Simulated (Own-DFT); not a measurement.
# One trend across several semiconductors

The numbers are computed, not measured, by runs of the plane-wave DFT program Own-DFT (in-house, retired, unreviewed) at fixed positions, with no spin and no spin-orbit coupling.

Keep in mind (not all hold for every row): forces on such cells moved up to 12 meV/angstrom on a denser k mesh; forces not confirmed at this smearing and k mesh; k mesh not checked against a denser one; forces on such cells passed a denser k mesh, each cell not checked; stress not checked against mesh or cutoff.

All runs are PBE with PseudoDojo norm-conserving files; cutoff and k mesh are each material's own. Every cell starts from measured lattice constants and was given uniform random strains and small random moves of its atoms. Each triple is the change of volume in per cent, the rms move u in Å and the pressure in GPa.

- 3C SiC (C48Si48), 10.36 Å³/atom unstrained: (-3.87, 0.051, 15.63); (-1.93, 0.054, 10.36); (-1.38, 0.050, 8.66); (0.20, 0.048, 5.34); (0.90, 0.047, 3.31); (3.04, 0.054, -0.38); (3.50, 0.052, -1.74)
- wurtzite AlN (Al36N36), 10.45 Å³/atom unstrained: withheld
- wurtzite GaN (Ga48N48), 11.42 Å³/atom unstrained: (-2.03, 0.053, 11.93); (-0.39, 0.051, 8.72); (0.02, 0.044, 6.81); (0.35, 0.048, 6.15); (1.04, 0.051, 4.86); (1.76, 0.053, 4.07); (2.93, 0.051, 1.78)
- diamond silicon (Si64), 20.02 Å³/atom unstrained: (-2.31, 0.047, 5.01); (-2.17, 0.052, 4.99); (-0.70, 0.050, 3.25); (-0.31, 0.050, 3.02); (0.68, 0.052, 2.06); (1.03, 0.051, 1.72); (2.16, 0.048, 0.68)
- zincblende InP (In48P48), 25.27 Å³/atom unstrained: (-1.92, 0.050, 5.43); (-0.90, 0.052, 4.37); (-0.77, 0.052, 4.46); (-0.33, 0.050, 3.95); (-0.17, 0.051, 3.70); (0.27, 0.051, 3.61); (1.07, 0.050, 2.89)
- grey tin (Sn64), 34.15 Å³/atom unstrained: (-2.86, 0.047, 5.25); (-1.53, 0.055, 4.64); (-0.12, 0.046, 3.72); (0.04, 0.051, 3.81); (0.49, 0.051, 3.52); (0.57, 0.049, 3.34); (1.78, 0.047, 2.74)

## Worked fit

Fit a line to each set against the fractional change of volume; B is minus its slope, and u is nearly the same within a set. To take it to zero pressure, assume that B rises by 4 GPa for each GPa: B0 = B - 4 x (mean pressure). The bond length of an ideal tetrahedral crystal with the unstrained volume v is d = (√3/4)(8 v)^(1/3). Cohen's empirical rule reads B0 = (1971 - 220 L) d^(-3.5) GPa, with L = 0 for group IV crystals and SiC and 1 for III-V compounds.

```
                material  L  d (Å)   B (GPa)  mean P (GPa)  B0 (GPa)  rule (GPa)
        3C SiC (C48Si48)  0  1.888   229 ± 9           5.9   206 ± 9         213
  wurtzite AlN (Al36N36)  1  1.893         ?             ?         ?         188
  wurtzite GaN (Ga48N48)  1  1.950  204 ± 13           6.3  179 ± 13         169
  diamond silicon (Si64)  0  2.352    98 ± 2           3.0    86 ± 2          99
zincblende InP (In48P48)  1  2.541    84 ± 5           4.1    68 ± 5          67
         grey tin (Sn64)  0  2.810    55 ± 2           3.9    39 ± 2          53
```

A line through ln[B0/(1971 - 220 L)] against ln d has a slope of -4.1 ± 0.3 and a scatter of 12 %. Against the rule, B0 stands at 96 % for 3C SiC, 106 % for wurtzite GaN, 87 % for diamond silicon, 101 % for zincblende InP, 74 % for grey tin. PBE tends to make silicon and heavier crystals too soft, and the rule itself is only a guide.

## Withheld run

Q: what B0 does the fitted trend give for wurtzite AlN (Al36N36)?

From the line: 193 GPa. Its own runs give B = 215 ± 4 GPa at a mean pressure of 7.6 GPa, so B0 = 185 GPa.
